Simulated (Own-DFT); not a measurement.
## Calculated data, Si$_{3}$N$_{4}$ (beta silicon nitride, atoms displaced)

All values are calculated (Own-DFT development build). A calculation, not a measurement: plane-wave PBE density functional theory by an unreviewed code, no spin, of a simulated periodic cell, stress positive in tension, free energy of the whole cell less one offset for each atom, forces on such cells passed a denser k mesh, this cell's mesh not checked; offsets are fitted by least squares, one for each functional and potential file, so energies compare only between cells with the same atoms and settings and are not formation energies; the far tail of each file's local potential was reset to the Coulomb form; each entry is a single point on an unrelaxed cell, so the pressure reflects the starting lattice, mostly measured values (interpolated for alloys), from which strain is counted, and rises with the displacements; printed positions are rounded, which can move forces by about a meV/angstrom; the program, named Own-DFT, is a retired in-house code; no spin-orbit coupling.

## Si$_{3}$N$_{4}$ (beta silicon nitride, atoms displaced)

```
Si3N4
1.0
      7.6060     0.0000     0.0000
     -3.8030     6.5870     0.0000
      0.0000     0.0000     8.7270
Si N Si N Si N
6 8 6 8 6 8
Direct
  0.15642 0.75950 0.08775
  0.20436 0.36044 0.07565
  0.57750 0.83077 0.09899
  0.80223 0.22479 0.25414
  0.75100 0.60654 0.25184
  0.42779 0.18373 0.23149
  0.32479 0.00601 0.08452
  0.95385 0.31219 0.06307
  0.66774 0.66690 0.08630
  0.65159 0.94321 0.26146
  0.00458 0.68090 0.24663
  0.29769 0.33730 0.25042
  0.32848 0.66445 0.08779
  0.68214 0.37264 0.24758
  0.21202 0.78977 0.41744
  0.21069 0.39857 0.43299
  0.60116 0.81451 0.41694
  0.82362 0.22387 0.58182
  0.78028 0.57644 0.57803
  0.40718 0.14647 0.59314
  0.31689 0.02519 0.42155
  0.96321 0.28798 0.42090
  0.69785 0.67096 0.44068
  0.69360 0.98673 0.58910
  0.03009 0.68477 0.58960
  0.30120 0.31084 0.55397
  0.33062 0.65385 0.41885
  0.63894 0.33514 0.59938
  0.18336 0.78010 0.76372
  0.22198 0.40490 0.73855
  0.62258 0.84292 0.73332
  0.82873 0.24187 0.89610
  0.75780 0.61532 0.91378
  0.39616 0.15684 0.90702
  0.30519 0.01330 0.73816
  0.95456 0.28802 0.74661
  0.66696 0.63010 0.75339
  0.62389 0.96730 0.89990
  0.05870 0.71776 0.92418
  0.31644 0.34820 0.91374
  0.32266 0.65295 0.74822
  0.67021 0.32825 0.91110
```

| Property | Result |
| --- | --- |
| functional | PBE |
| potential files | PseudoDojo norm-conserving, scalar-relativistic, standard set |
| wave cutoff | 42 hartree |
| occupations | Fermi-Dirac |
| smearing width | 0.1 eV |
| k mesh | 3 x 3 x 3 centred on Gamma |
| free energy of cell above offsets | 10.426 eV |
| pressure | 14.58 GPa |
| stress xx | -7.28 GPa |
| stress yy | -19.75 GPa |
| stress zz | -16.71 GPa |
| stress yz | 3.02 GPa |
| stress xz | -3.52 GPa |
| stress xy | -0.21 GPa |

Force:
```csv
element,x (eV/Å),y (eV/Å),z (eV/Å)
Si,4.007,-2.634,4.338
Si,-0.993,5.213,2.125
Si,-2.176,-2.836,-7.267
Si,2.533,2.138,-1.71
Si,0.824,4.08,0.637
Si,-4.578,0.308,2.776
N,0.41,5.745,-0.475
N,1.711,-1.862,3.898
N,2.727,0.419,-0.621
N,0.07,7.62,-0.082
N,1.911,2.602,1.649
N,0.988,-2.256,-0.724
N,-2.249,-1.714,0.392
N,0.761,-9.46,0.282
Si,-4.55,-8.022,-0.343
Si,2.879,0.702,-5.581
Si,-3.087,-1.018,4.331
Si,-2.204,5.346,0.295
Si,-1.926,2.637,2.735
Si,-3.656,4.461,-5.932
N,2.216,4.917,-2.162
N,-3.472,-0.921,-2.098
N,1.883,-0.827,-3.51
N,-1.148,-4.641,-5.184
N,1.705,1.377,-0.467
N,-0.208,-0.661,7.019
N,0.993,2.512,0.367
N,6.044,-3.703,-1.219
Si,1.219,-8.251,-3.058
Si,2.528,-0.874,0.104
Si,-2.545,-6.476,6.616
Si,-3.855,-3.939,5.297
Si,3.597,-3.373,3.942
Si,1.479,2.581,1.661
N,0.086,3.855,4.043
N,4.801,2.059,-4.059
N,-0.939,4.074,-4.391
N,2.746,1.308,1.878
N,-7.221,-2.496,-3.053
N,0.563,-3.476,-2.02
N,0.603,3.483,-0.94
N,-4.477,2.004,0.51
```
